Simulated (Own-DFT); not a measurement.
# How strain changes the stress of bcc W, 16 atoms (W16)

These are calculations, not measurements. The program, named Own-DFT, is a retired in-house plane-wave density functional code that no person has reviewed. Each row is one single-point run on a periodic cell that was not relaxed, without spin or spin-orbit coupling.

Settings of every run: PBE; PseudoDojo norm-conserving scalar-relativistic files; cutoff 50 hartree; 5 x 5 x 5 k mesh centred on Gamma; cold (Marzari-Vanderbilt) smearing of 0.2 eV.

Known limits: forces on such cells failed a check on a denser k mesh; stress not checked against mesh or cutoff.

Unstrained cell vectors in Å: (6.330, 0.000, 0.000); (0.000, 6.330, 0.000); (0.000, 0.000, 6.330). The unstrained cell has measured lattice constants (interpolated for alloys), not those of this functional. That, the random moves and any unrelaxed bonds set the pressure at no strain. Each run strains this cell uniformly, with the atoms carried along. Every atom was also moved at random, by a Gaussian of width 0.05 Å on each axis. Strain is the symmetric tensor, in per cent. Stress is positive in tension, and the pressure is minus a third of its trace.

| run | e_xx (%) | e_yy (%) | e_zz (%) | e_yz (%) | e_xz (%) | e_xy (%) | s_xx (GPa) | s_yy (GPa) | s_zz (GPa) | s_yz (GPa) | s_xz (GPa) | s_xy (GPa) | P (GPa) | E (meV/atom) |
|---|---|---|---|---|---|---|---|---|---|---|---|---|---|---|
| 1 | 1.19 | -0.72 | -1.91 | 1.73 | -0.52 | -0.80 | -8.21 | -14.18 | -18.58 | 5.24 | -1.29 | -2.60 | 13.66 | 54.4 |
| 2 | -0.15 | 0.58 | -1.02 | 1.97 | -0.99 | -1.93 | -10.84 | -8.43 | -13.80 | 5.99 | -2.27 | -6.12 | 11.03 | 56.4 |
| 3 | 1.60 | -2.00 | -0.73 | -0.62 | 0.29 | -0.28 | -4.96 | -16.70 | -12.60 | -1.93 | 1.14 | -0.85 | 11.42 | 28.8 |
| 4 | 0.82 | 1.91 | 1.52 | -1.13 | 0.84 | -0.40 | 3.16 | 5.91 | 5.83 | -2.83 | 2.06 | -0.88 | -4.97 | 14.6 |
| 5 | -0.53 | 1.23 | 1.18 | -0.67 | -0.11 | 1.66 | -5.17 | 0.01 | 0.11 | -2.10 | -0.20 | 5.04 | 1.68 | 0.0 |
| 6 | 0.69 | -1.71 | -1.48 | 1.65 | 1.80 | -1.95 | -12.33 | -20.30 | -19.33 | 6.30 | 7.10 | -7.47 | 17.32 | 72.0 |
| 7 | -0.66 | -0.43 | 1.58 | 1.19 | 0.97 | 1.90 | -9.88 | -8.99 | -3.66 | 3.34 | 2.09 | 5.65 | 7.51 | 52.4 |
| 8 | 0.88 | 0.26 | -1.33 | 0.02 | 0.24 | 1.24 | -4.85 | -7.32 | -12.56 | -0.21 | 1.09 | 3.90 | 8.24 | 10.5 |
| 9 | -1.57 | -1.12 | 1.03 | 0.55 | -0.53 | -0.29 | -17.10 | -16.01 | -9.05 | 1.60 | -1.41 | -1.05 | 14.05 | 57.6 |
| 10 | 1.13 | 1.30 | 1.47 | -1.78 | -1.98 | 1.82 | 3.11 | 3.82 | 4.06 | -4.26 | -4.87 | 4.30 | -3.67 | 26.0 |
| 11 | -0.69 | -0.82 | 0.93 | -1.56 | -1.87 | -0.63 | -11.49 | -12.15 | -6.37 | -5.56 | -6.27 | -2.80 | 10.00 | 36.5 |
| 12 | 1.65 | -0.01 | -0.46 | -1.45 | -0.38 | 1.83 | 0.05 | -5.40 | -6.80 | -4.18 | -0.51 | 5.35 | 4.05 | 16.3 |
| 13 | -1.94 | -1.54 | -1.46 | -0.33 | 1.03 | -1.04 | -27.80 | -25.82 | -25.22 | -0.54 | 4.26 | -3.97 | 26.28 | 103.3 |
| 14 | 1.62 | -0.96 | -1.90 | 0.76 | -0.85 | 0.01 | -4.63 | -13.37 | -17.24 | 2.32 | -2.71 | 0.25 | 11.75 | 20.9 |
| 15 | 0.66 | -1.58 | -0.07 | -1.85 | 1.86 | 0.39 | ? | ? | ? | ? | ? | ? | ? | ? |

E is the free energy for each atom above the lowest run shown.

## Worked fit

Each stress component was fitted by least squares to a constant and the strains of the runs shown, as fractions, with shears doubled. Shear strains stay in the fit of a normal stress only where such slopes are resolved. The slopes, in GPa:

| stress | at no strain | per e_xx | per e_yy | per e_zz | scatter |
|---|---|---|---|---|---|
| s_xx | -8.6 | 589 ± 24 | 208 ± 27 | 238 ± 24 | 0.92 |
| s_yy | -8.7 | 255 ± 19 | 526 ± 21 | 231 ± 19 | 0.71 |
| s_zz | -8.7 | 247 ± 19 | 217 ± 22 | 552 ± 20 | 0.74 |

Each shear stress against twice its own strain: yz 148 ± 9, xz 155 ± 11, xy 158 ± 9 GPa. These are stiffnesses along x, y and z of the frame in which the cell vectors are given, which need not be the crystal's axes. The atoms are held to the strained lattice; where symmetry lets them move under strain, relaxing them would lower some slopes. The table should be nearly symmetric about its diagonal, and what it lacks of that shows the noise. A ninth of its sum, 340 ± 9 GPa, estimates the bulk modulus near the mean pressure of these runs, 9.2 GPa, so it lies above the value at zero pressure.

## Withheld run

Question: what normal stresses and pressure should run 15 give?

The fit gives s_xx = -8.1, s_yy = -15.5, s_zz = -10.9 and P = 11.5 GPa. The calculation gave -8.45, -15.42, -10.44 and P = 11.44 GPa.
